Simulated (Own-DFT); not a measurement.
# Computed records: Hf36O71 (tetragonal hafnia with one neutral oxygen vacancy, atoms displaced)

All values are calculated (Own-DFT development build). A calculation, not a measurement: plane-wave PBE and HSE06 DFT by an unreviewed code, no spin, of a simulated cell at Gamma alone, so results move with cell size and shape, stress positive in tension, energies less offsets, not probed for a lower state with spin; hafnium file: forces about 75 meV/angstrom off all-electron values; oxygen file: force components 24 meV/angstrom off all-electron in a glass; k mesh not checked against a denser one; forces and stress are PBE's, HSE06 gives the energy alone, and its difference from PBE has offsets of its own; offsets are fitted by least squares, one for each functional and potential file, so energies compare only between cells with the same atoms and settings and are not formation energies; the far tail of each file's local potential was reset to the Coulomb form; each entry is a single point on an unrelaxed cell, so the pressure reflects the starting lattice, taken from the Materials Project, from which strain is counted, and rises with the displacements; printed positions are rounded, which can move forces by about a meV/angstrom; the program is a retired in-house code; no spin-orbit coupling.

Settings shared by all entries: first functional PBE; second functional HSE06; exact exchange share 0.25; screening 0.11 1/bohr; exchange divergence Gygi-Baldereschi; potential files PseudoDojo norm-conserving, scalar-relativistic, made for PBE, standard set; wave cutoff 48 hartree; occupations fixed; k mesh 1 x 1 x 1 centred on Gamma.

(1) Hf36O71 (tetragonal hafnia with one neutral oxygen vacancy, atoms displaced)

```
CELL_PARAMETERS angstrom
10.78000 0.00000 0.00000
0.00000 10.78000 0.00000
0.00000 0.00000 10.44930
ATOMIC_POSITIONS crystal
Hf 0.99358 0.00302 0.00563
Hf 0.16418 0.15497 0.25642
O 0.00140 0.15832 0.14818
O 0.16114 0.01719 0.34928
O 0.00186 0.16067 0.40373
O 0.17130 0.99445 0.10826
Hf 0.01021 0.99003 0.49007
Hf 0.16926 0.16153 0.75372
O 0.99719 0.18596 0.64679
O 0.16705 0.98687 0.84963
O 0.00910 0.17132 0.90357
O 0.16725 0.99699 0.59668
Hf 0.99179 0.33284 0.98874
Hf 0.17766 0.49867 0.26352
O 0.99970 0.49855 0.16278
O 0.15992 0.33058 0.35571
O 0.00121 0.50602 0.41072
O 0.15753 0.32899 0.09866
Hf 0.00042 0.33788 0.49340
Hf 0.17320 0.49724 0.75173
O 0.00656 0.50342 0.66238
O 0.18434 0.34365 0.84073
O 0.99553 0.50905 0.89414
O 0.16628 0.32880 0.60253
Hf 0.99820 0.65282 0.99344
Hf 0.15994 0.82724 0.23357
O 0.00729 0.84126 0.13944
O 0.16424 0.66717 0.34886
O 0.00406 0.83219 0.40122
O 0.17263 0.66673 0.11281
Hf 0.00530 0.66806 0.49568
Hf 0.17630 0.82271 0.75262
O 0.15481 0.66314 0.84442
O 0.01327 0.82712 0.91313
O 0.16596 0.66476 0.59253
Hf 0.32540 0.99599 0.98935
Hf 0.50087 0.15750 0.25075
O 0.33540 0.16888 0.14767
O 0.48904 0.00288 0.35545
O 0.32461 0.16988 0.40144
O 0.50725 0.98639 0.09331
Hf 0.32981 0.98825 0.49598
Hf 0.50635 0.16660 0.75302
O 0.34580 0.15725 0.65346
O 0.50320 0.99644 0.84210
O 0.32950 0.15844 0.89595
O 0.51185 0.99898 0.59664
Hf 0.34207 0.33764 0.00803
Hf 0.49267 0.50438 0.24471
O 0.34757 0.49075 0.15559
O 0.49850 0.33896 0.34405
O 0.33678 0.51226 0.38983
O 0.49497 0.33229 0.11114
Hf 0.32713 0.34699 0.51474
Hf 0.48940 0.52286 0.73999
O 0.33390 0.50732 0.65503
O 0.48946 0.32396 0.85999
O 0.33200 0.49529 0.90194
O 0.49626 0.34319 0.60894
Hf 0.33563 0.66779 0.01002
Hf 0.50000 0.83648 0.25559
O 0.33579 0.84144 0.15216
O 0.47883 0.66146 0.33857
O 0.33767 0.83506 0.41543
O 0.50415 0.67421 0.10557
Hf 0.33082 0.67108 0.49519
Hf 0.50750 0.83487 0.74327
O 0.33138 0.82375 0.64394
O 0.49989 0.67176 0.85407
O 0.32635 0.83475 0.89688
O 0.49743 0.66875 0.59411
Hf 0.66199 0.00219 0.00502
Hf 0.83291 0.16662 0.25844
O 0.65857 0.16955 0.16146
O 0.83781 0.99081 0.36199
O 0.66285 0.16585 0.40167
O 0.82397 0.00017 0.10447
Hf 0.66536 0.99626 0.50372
Hf 0.83547 0.17452 0.75878
O 0.66096 0.16255 0.65612
O 0.82530 0.98933 0.85581
O 0.67239 0.16058 0.89740
O 0.82104 0.99641 0.59639
Hf 0.65678 0.34569 0.99963
Hf 0.82814 0.50692 0.25091
O 0.66580 0.51710 0.16333
O 0.84070 0.33719 0.34701
O 0.67099 0.49226 0.39267
O 0.83045 0.32468 0.09451
Hf 0.67812 0.33864 0.49806
Hf 0.82999 0.50190 0.75605
O 0.66807 0.50696 0.64432
O 0.82799 0.33211 0.84899
O 0.65400 0.50950 0.90019
O 0.85108 0.31995 0.58915
Hf 0.66922 0.65777 0.00757
Hf 0.83952 0.83095 0.25511
O 0.66943 0.84012 0.15627
O 0.82647 0.66679 0.34863
O 0.66292 0.83702 0.38981
O 0.84227 0.66911 0.09532
Hf 0.66374 0.67071 0.49172
Hf 0.83859 0.84722 0.74514
O 0.66562 0.83381 0.66004
O 0.84134 0.66421 0.85237
O 0.66237 0.82822 0.88781
O 0.82897 0.66649 0.60244
```

| Item | Value |
| --- | --- |
| PBE energy of cell above offsets | -88.603 eV |
| HSE06 less PBE above offsets | 0.470 eV |
| PBE pressure | 4.38 GPa |
| PBE stress xx | -3.66 GPa |
| PBE stress yy | -5.54 GPa |
| PBE stress zz | -3.93 GPa |
| PBE stress yz | -0.48 GPa |
| PBE stress xz | 0.45 GPa |
| PBE stress xy | 0 GPa |

Force:
```
element  x (eV/Å)  y (eV/Å)  z (eV/Å)
     Hf     0.496    -1.346     0.302
     Hf     1.553      6.26    -3.427
      O    -1.387    -0.377     0.442
      O     0.258    -7.973     3.095
      O    -1.077     1.023    -0.589
      O    -0.656     0.435    -1.106
     Hf    -1.706     2.501     2.077
     Hf     1.017     0.477    -1.098
      O     1.142    -2.235      2.35
      O    -0.316     2.042    -0.163
      O    -0.461    -1.077    -1.242
      O    -0.205    -0.109     0.436
     Hf     1.944     1.153     3.212
     Hf    -1.718    -1.583    -1.526
      O     0.044     0.465    -0.512
      O       0.4     1.435    -0.503
      O    -0.058    -0.094    -0.887
      O     0.616     1.012    -1.127
     Hf     2.358    -1.676     0.232
     Hf    -1.809     0.806    -0.338
      O    -1.601    -0.366    -0.744
      O    -1.279     -2.97     1.053
      O    -0.079    -4.834     0.062
      O     0.618     0.741     0.008
     Hf     0.849     3.405     1.223
     Hf     1.459     0.789     0.556
      O    -2.168    -0.118     1.708
      O     0.138     0.701      0.38
      O     0.263     -1.13    -1.426
      O     0.195    -0.339    -1.255
     Hf    -0.941    -0.348     2.355
     Hf    -1.766     0.884    -0.223
      O     1.388    -0.607     0.783
      O    -0.956     0.894    -0.946
      O     0.089     0.475     0.254
     Hf      0.74      1.21      1.31
     Hf    -2.321     2.561     1.161
      O      0.08    -0.578     0.217
      O     0.217    -1.243    -0.706
      O      0.31     0.042     0.902
      O    -2.501      0.71     1.062
     Hf     1.378     5.824     2.249
     Hf    -1.488    -0.084     0.109
      O    -1.911     0.348    -0.018
      O    -0.427     0.219     0.536
      O    -0.751      0.56     0.755
      O    -2.823    -1.151     0.373
     Hf      -2.4    -2.496    -0.856
     Hf     3.511    -2.308     3.246
      O    -5.279     0.645    -2.977
      O     0.097     -0.62     0.681
      O    -1.465    -2.204     1.813
      O      2.82     0.698    -1.543
     Hf     1.978     -3.09    -2.372
     Hf     2.992     -2.41     1.377
      O    -1.357     0.116    -2.044
      O     1.262     1.445     0.515
      O     0.711     2.835     0.688
      O     0.544     0.275    -0.824
     Hf     0.663     0.571    -1.239
     Hf     0.732     0.331    -1.503
      O    -0.451    -1.052     0.304
      O     1.535     2.677     1.609
      O    -0.317    -1.851    -3.413
      O        -1    -0.339    -1.047
     Hf    -0.328    -0.171     0.467
     Hf     -0.73     0.932       1.8
      O     0.741     0.464     0.875
      O    -1.135    -0.185    -0.465
      O     0.236    -2.237      0.46
      O     0.646    -0.401         0
     Hf     0.969    -1.624    -1.677
     Hf     0.174    -0.811    -0.637
      O      1.87    -0.225    -1.219
      O      0.09     0.653     -1.73
      O     0.933     0.212     0.522
      O     1.564     0.394     0.188
     Hf     0.236       1.3    -1.057
     Hf    -0.587    -2.543     -2.69
      O     2.622     1.185    -0.602
      O     1.843     2.549     0.233
      O    -0.086     1.889     1.328
      O     3.021     -0.48     1.636
     Hf    -0.573    -2.871     0.265
     Hf     1.909    -1.119     0.066
      O     0.121    -0.702    -2.766
      O     -0.25    -0.316    -0.147
      O     0.133     2.009     1.212
      O    -0.686     0.683    -0.386
     Hf    -1.916    -1.175     0.376
     Hf     1.315     2.256    -2.014
      O    -0.114     -0.64      0.63
      O     0.003     1.696     0.417
      O     0.767    -2.096    -0.049
      O    -5.096     1.299     1.491
     Hf     0.209     4.195    -0.747
     Hf    -1.275     1.501    -1.621
      O     0.507    -1.119     0.184
      O     0.184     0.649     0.427
      O    -0.513    -1.271     1.423
      O      -1.4    -0.182     1.073
     Hf     1.646    -1.162     1.104
     Hf     -0.23     -2.27    -0.155
      O     1.399    -0.731    -2.694
      O    -0.679      0.23    -0.321
      O     0.262     -0.22     2.413
      O     0.478     0.497    -1.396
```

(2) Hf36O71 (tetragonal hafnia with one neutral oxygen vacancy, atoms displaced)

```
CELL_PARAMETERS angstrom
10.78000 0.00000 0.00000
0.00000 10.78000 0.00000
0.00000 0.00000 10.44930
ATOMIC_POSITIONS crystal
Hf 0.99403 0.99306 0.00679
Hf 0.16781 0.16331 0.24994
O 0.99192 0.16171 0.14321
O 0.16904 0.00486 0.35388
O 0.00213 0.16425 0.39814
O 0.16496 0.99796 0.09857
Hf 0.99898 0.00031 0.49399
Hf 0.17190 0.17113 0.74853
O 0.99704 0.16386 0.65082
O 0.17060 0.00917 0.84934
O 0.00412 0.16483 0.90111
O 0.15575 0.00562 0.59229
Hf 0.99436 0.32404 0.99896
Hf 0.16622 0.49793 0.25380
O 0.00264 0.49561 0.14945
O 0.16645 0.33788 0.34837
O 0.99809 0.49269 0.40016
O 0.16498 0.33148 0.10130
Hf 0.99477 0.33607 0.50336
Hf 0.17215 0.50721 0.74570
O 0.00550 0.49596 0.64346
O 0.16981 0.32377 0.84119
O 0.98895 0.49861 0.90432
O 0.17309 0.34541 0.60141
Hf 0.00082 0.67100 0.99969
Hf 0.17126 0.82760 0.24869
O 0.99815 0.82250 0.14795
O 0.16469 0.67223 0.35583
O 0.99890 0.82929 0.39168
Hf 0.99750 0.66611 0.50393
Hf 0.16715 0.84302 0.74950
O 0.00390 0.83697 0.65216
O 0.16511 0.67456 0.84480
O 0.99974 0.83735 0.90473
O 0.15718 0.66628 0.60000
Hf 0.33932 0.00120 0.99721
Hf 0.49394 0.15963 0.25008
O 0.32742 0.16847 0.15665
O 0.50423 0.99846 0.34569
O 0.33305 0.16649 0.41170
O 0.49456 0.99473 0.09515
Hf 0.33314 0.00110 0.49682
Hf 0.49600 0.16690 0.74803
O 0.32712 0.16888 0.65061
O 0.50686 0.99502 0.83978
O 0.32536 0.16516 0.90981
O 0.49107 0.00269 0.60556
Hf 0.33788 0.33481 0.00112
Hf 0.50525 0.49089 0.24758
O 0.33815 0.50558 0.14930
O 0.50106 0.32880 0.34800
O 0.33074 0.50515 0.39420
O 0.50226 0.34259 0.09491
Hf 0.33466 0.34076 0.49584
Hf 0.50353 0.50532 0.74982
O 0.33069 0.50646 0.66123
O 0.49658 0.32315 0.84134
O 0.33273 0.49076 0.89883
O 0.49134 0.33571 0.59671
Hf 0.32928 0.66257 0.99649
Hf 0.49898 0.83243 0.25158
O 0.33898 0.83009 0.15621
O 0.50532 0.66072 0.35405
O 0.33404 0.82225 0.40806
O 0.49491 0.66561 0.09917
Hf 0.33083 0.65797 0.49690
Hf 0.50251 0.83275 0.74261
O 0.33496 0.83203 0.65668
O 0.49962 0.66185 0.84798
O 0.32596 0.83404 0.90042
O 0.50068 0.66693 0.59239
Hf 0.66808 0.99650 0.99351
Hf 0.83455 0.18105 0.25967
O 0.66313 0.16193 0.15039
O 0.83047 0.99818 0.34480
O 0.65590 0.16855 0.39712
O 0.83268 0.99890 0.08913
Hf 0.66630 0.99990 0.50467
Hf 0.84197 0.16917 0.75585
O 0.66480 0.17489 0.65518
O 0.83120 0.99625 0.85185
O 0.67136 0.15874 0.89494
O 0.82856 0.99703 0.60167
Hf 0.66288 0.33345 0.99504
Hf 0.83931 0.49104 0.24719
O 0.67473 0.49955 0.15270
O 0.82973 0.33769 0.34652
O 0.66384 0.49308 0.40365
O 0.83454 0.33679 0.09897
Hf 0.66871 0.33222 0.49679
Hf 0.82732 0.49831 0.74542
O 0.66734 0.49841 0.64474
O 0.83525 0.33849 0.84660
O 0.66212 0.50142 0.89594
O 0.82985 0.33006 0.60075
Hf 0.67069 0.66260 0.00360
Hf 0.82293 0.83329 0.24963
O 0.66868 0.83382 0.14857
O 0.84066 0.66699 0.35259
O 0.67188 0.83734 0.40059
O 0.84360 0.66828 0.08950
Hf 0.66276 0.66096 0.50184
Hf 0.83723 0.82648 0.74387
O 0.67064 0.82817 0.64555
O 0.83976 0.65947 0.84000
O 0.66959 0.83170 0.90067
O 0.83033 0.66729 0.59926
```

| Item | Value |
| --- | --- |
| PBE energy of cell above offsets | -96.838 eV |
| HSE06 less PBE above offsets | 0.073 eV |
| PBE pressure | 1.83 GPa |
| PBE stress xx | -1.48 GPa |
| PBE stress yy | -1.81 GPa |
| PBE stress zz | -2.2 GPa |
| PBE stress yz | -0.39 GPa |
| PBE stress xz | -0.02 GPa |
| PBE stress xy | -0.06 GPa |

Force:
```
element  x (eV/Å)  y (eV/Å)  z (eV/Å)
     Hf     1.152     1.052    -0.812
     Hf    -1.693     0.532    -0.474
      O     0.469      0.71     1.628
      O     0.377    -1.161    -0.811
      O     -0.88     1.397    -0.142
      O     0.781    -0.011     0.517
     Hf    -0.697    -1.166     0.029
     Hf    -1.606    -1.259    -0.094
      O     0.513     0.748    -0.369
      O     -0.03    -1.383    -0.757
      O     -1.24    -0.293    -0.285
      O     2.221    -0.696     0.401
     Hf     1.852     1.393    -0.414
     Hf      -0.1       0.5    -1.206
      O     0.192     0.574     0.814
      O     0.311    -1.441     0.197
      O    -0.072     0.888    -0.174
      O      0.44     0.099    -0.613
     Hf     2.082    -0.223     1.045
     Hf    -2.417    -1.201     1.245
      O    -1.686     -0.02     0.671
      O    -0.219     2.959     1.167
      O     1.075     -0.24     0.081
      O    -0.769    -0.522    -1.308
     Hf     1.682    -0.728     -0.79
     Hf    -1.508     0.903    -0.145
      O     0.832     0.455     0.511
      O     0.084    -1.744    -0.991
      O     0.255     1.129     1.455
     Hf    -0.464      0.29    -1.498
     Hf     0.497     0.413     0.779
      O    -0.974    -0.396    -0.477
      O     0.248    -1.055     0.631
      O     0.025    -0.966    -1.083
      O     1.913     -0.23     -0.03
     Hf    -2.602    -1.076    -0.368
     Hf     1.438      0.33    -0.034
      O     1.636    -0.017    -0.137
      O    -0.948    -0.264      0.55
      O     0.339     0.566    -1.238
      O     1.227     0.454     0.561
     Hf    -1.367    -0.756     1.058
     Hf     0.592    -1.263    -1.089
      O     1.435     -0.37    -0.078
      O    -0.595     0.575     1.034
      O     1.416     0.449    -0.372
      O       1.4    -0.371    -1.384
     Hf    -2.309    -0.537    -0.125
     Hf    -0.207     1.571     0.138
      O    -1.105    -0.351     0.269
      O    -0.713     0.383    -0.632
      O     0.261    -1.238     0.182
      O     0.199     -0.27      0.17
     Hf    -0.941     -1.23     0.605
     Hf    -0.479    -1.243    -0.244
      O     2.012     0.642    -1.846
      O      0.54     2.202     1.405
      O     -0.06     1.451      0.18
      O     1.168     0.348    -0.283
     Hf    -0.022     0.454     0.426
     Hf      0.69    -1.415    -0.045
      O    -1.088    -0.235    -0.141
      O       0.2     0.302    -0.999
      O       0.4     1.814     -0.59
      O     1.583    -0.005     -0.54
     Hf    -0.522     1.558     1.065
     Hf    -0.046    -0.214     0.751
      O    -0.612     0.081    -0.538
      O    -0.146     1.109    -0.253
      O     0.695    -0.165     0.757
      O    -0.609    -0.399     1.191
     Hf     0.491     0.254     0.179
     Hf    -0.428    -4.167    -2.581
      O      0.04     0.709      0.25
      O     0.004     1.532     0.125
      O     1.115    -0.352     0.777
      O    -1.082    -0.609     1.346
     Hf     0.174     0.143    -0.242
     Hf    -1.144    -1.376    -0.031
      O     0.015    -0.347     -0.54
      O     0.325     0.123    -1.099
      O    -0.349     1.899     1.107
      O     0.413     0.249    -0.649
     Hf     1.022    -1.355    -0.293
     Hf     0.966     3.321    -0.361
      O    -0.838     0.287    -0.546
      O     0.035    -0.426     1.997
      O     0.145      0.68    -0.543
      O      -1.3     -0.45     0.324
     Hf    -1.712    -0.938     1.354
     Hf     2.369      0.26     0.329
      O      -0.8     0.155     0.275
      O    -0.601      -1.1     0.518
      O     0.005    -0.747     0.292
      O     0.517     0.321    -0.702
     Hf    -0.549     1.182    -0.164
     Hf     2.302    -0.297     0.831
      O    -1.413    -0.519    -0.162
      O     -1.01    -1.041    -1.106
      O    -0.524    -0.815     0.232
      O    -2.951    -0.419     0.811
     Hf      0.81     0.855    -1.456
     Hf    -0.193     1.116      0.99
      O    -1.086      0.29      0.26
      O    -0.634     1.104     0.419
      O    -0.141     -1.48    -0.059
      O     0.502    -0.227     0.011
```
